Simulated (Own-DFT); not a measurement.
# Strain and stress in 4H SiC, 32 atoms (C16Si16)

These are calculations, not measurements. The program, named Own-DFT, is a retired in-house plane-wave density functional code that no person has reviewed. Each row is one single-point run on a periodic cell that was not relaxed, without spin or spin-orbit coupling.

Settings of every run: PBE; PseudoDojo norm-conserving scalar-relativistic files; cutoff 42 hartree; 5 x 5 x 3 k mesh centred on Gamma; Fermi-Dirac smearing of 0.1 eV.

Known limits: forces on such cells passed a denser k mesh, each cell not checked; stress not checked against mesh or cutoff.

Unstrained cell vectors in Å: (6.165, 0.000, 0.000); (-3.083, 5.339, 0.000); (0.000, 0.000, 10.068). The unstrained cell has measured lattice constants (interpolated for alloys), not those of this functional. That, the random moves and any unrelaxed bonds set the pressure at no strain. Each run strains this cell uniformly, with the atoms carried along. Every atom was also moved at random, by a Gaussian of width 0.05 Å on each axis. Strain is the symmetric tensor, in per cent. Stress is positive in tension, and the pressure is minus a third of its trace.

| run | e_xx (%) | e_yy (%) | e_zz (%) | e_yz (%) | e_xz (%) | e_xy (%) | s_xx (GPa) | s_yy (GPa) | s_zz (GPa) | s_yz (GPa) | s_xz (GPa) | s_xy (GPa) | P (GPa) | E (meV/atom) |
|---|---|---|---|---|---|---|---|---|---|---|---|---|---|---|
| 1 | -0.69 | -1.18 | 1.07 | 1.70 | -1.19 | -0.06 | -9.27 | -11.12 | -1.55 | 5.55 | -3.22 | 2.54 | 7.31 | 40.8 |
| 2 | 1.59 | 1.64 | 0.39 | -1.48 | 0.06 | -0.36 | 5.65 | 3.97 | -1.68 | -4.03 | 0.92 | -2.08 | -2.65 | 2.5 |
| 3 | -1.86 | -0.71 | 1.11 | -0.04 | 1.19 | 1.36 | -12.66 | -10.34 | -1.48 | 0.10 | 4.10 | 6.26 | 8.16 | 5.6 |
| 4 | 1.52 | 1.18 | -1.27 | 1.43 | 1.67 | -1.39 | 2.25 | 0.75 | -12.01 | 5.93 | 7.16 | -6.76 | 3.00 | 34.9 |
| 5 | -0.09 | -1.02 | 1.42 | -1.66 | -0.10 | -0.02 | -5.98 | -8.64 | 1.19 | -5.62 | 1.04 | 0.52 | 4.48 | 10.2 |
| 6 | 1.13 | 1.27 | 1.75 | 1.19 | -1.65 | -0.42 | 3.28 | 3.49 | 4.24 | 3.72 | -5.78 | -0.40 | -3.67 | 0.0 |
| 7 | -1.69 | -0.71 | -0.07 | -1.75 | 1.65 | 0.38 | -17.04 | -13.47 | -6.61 | -5.33 | 5.68 | 2.80 | 12.37 | 77.2 |
| 8 | -0.49 | 0.33 | -1.18 | 1.54 | -0.64 | 0.82 | -6.00 | -6.81 | -11.72 | 6.89 | -1.66 | 2.09 | 8.18 | 12.9 |
| 9 | -0.34 | -1.41 | -0.90 | 1.00 | -0.66 | 1.64 | -9.25 | -13.37 | -11.34 | 3.43 | -3.36 | 8.72 | 11.32 | 19.0 |
| 10 | 1.48 | -0.38 | -0.14 | 1.49 | -0.64 | -1.55 | 3.93 | -3.99 | -9.51 | 5.21 | -1.41 | -6.61 | 3.19 | 16.2 |
| 11 | 0.93 | 1.64 | -1.66 | 1.51 | -1.64 | 1.81 | 0.09 | 4.38 | -15.99 | 5.54 | -7.14 | 7.86 | 3.84 | 30.9 |
| 12 | 1.42 | -1.22 | -0.42 | 0.85 | -1.29 | 1.16 | 3.38 | -9.85 | -9.35 | 3.23 | -3.78 | 4.54 | 5.27 | 7.8 |
| 13 | -0.30 | 1.44 | 1.93 | 0.99 | 0.10 | 1.65 | -6.44 | 1.60 | 6.67 | 4.13 | -1.20 | 8.75 | -0.61 | 23.0 |
| 14 | 1.69 | -1.55 | 1.63 | -0.85 | -0.80 | 0.30 | 2.51 | -9.76 | 1.83 | -2.83 | -1.83 | 2.73 | 1.80 | 20.5 |
| 15 | -1.69 | -1.89 | 1.09 | -1.20 | 0.17 | -0.18 | -14.98 | -15.11 | -1.24 | -4.60 | 0.98 | 0.19 | 10.44 | 4.8 |
| 16 | 1.97 | 0.83 | -0.62 | 0.79 | -1.65 | 1.48 | ? | ? | ? | ? | ? | ? | ? | ? |

E is the free energy for each atom above the lowest run shown.

## Worked fit

Each stress component was fitted by least squares to a constant and the strains of the runs shown, as fractions, with shears doubled. Shear strains stay in the fit of a normal stress only where such slopes are resolved. The slopes, in GPa:

```
stress  at no strain  per e_xx  per e_yy  per e_zz  scatter
  s_xx          -5.0  547 ± 36   63 ± 36   33 ± 36     1.58
  s_yy          -5.6  157 ± 26  463 ± 27   72 ± 27     1.17
  s_zz          -6.2  -13 ± 25   82 ± 25  568 ± 25     1.09
```

Each shear stress against twice its own strain: yz 170 ± 6, xz 178 ± 12, xy 218 ± 16 GPa. These are stiffnesses along x, y and z of the frame in which the cell vectors are given, which need not be the crystal's axes. The atoms are held to the strained lattice; where symmetry lets them move under strain, relaxing them would lower some slopes. The table should be nearly symmetric about its diagonal, and what it lacks of that shows the noise. A ninth of its sum, 219 ± 7 GPa, estimates the bulk modulus near the mean pressure of these runs, 4.8 GPa, so it lies above the value at zero pressure.

## Withheld run

Question: what normal stresses and pressure should run 16 give?

The fit gives s_xx = 6.1, s_yy = 0.9, s_zz = -9.3 and P = 0.8 GPa. The calculation gave 3.56, 0.63, -6.43 and P = 0.75 GPa.
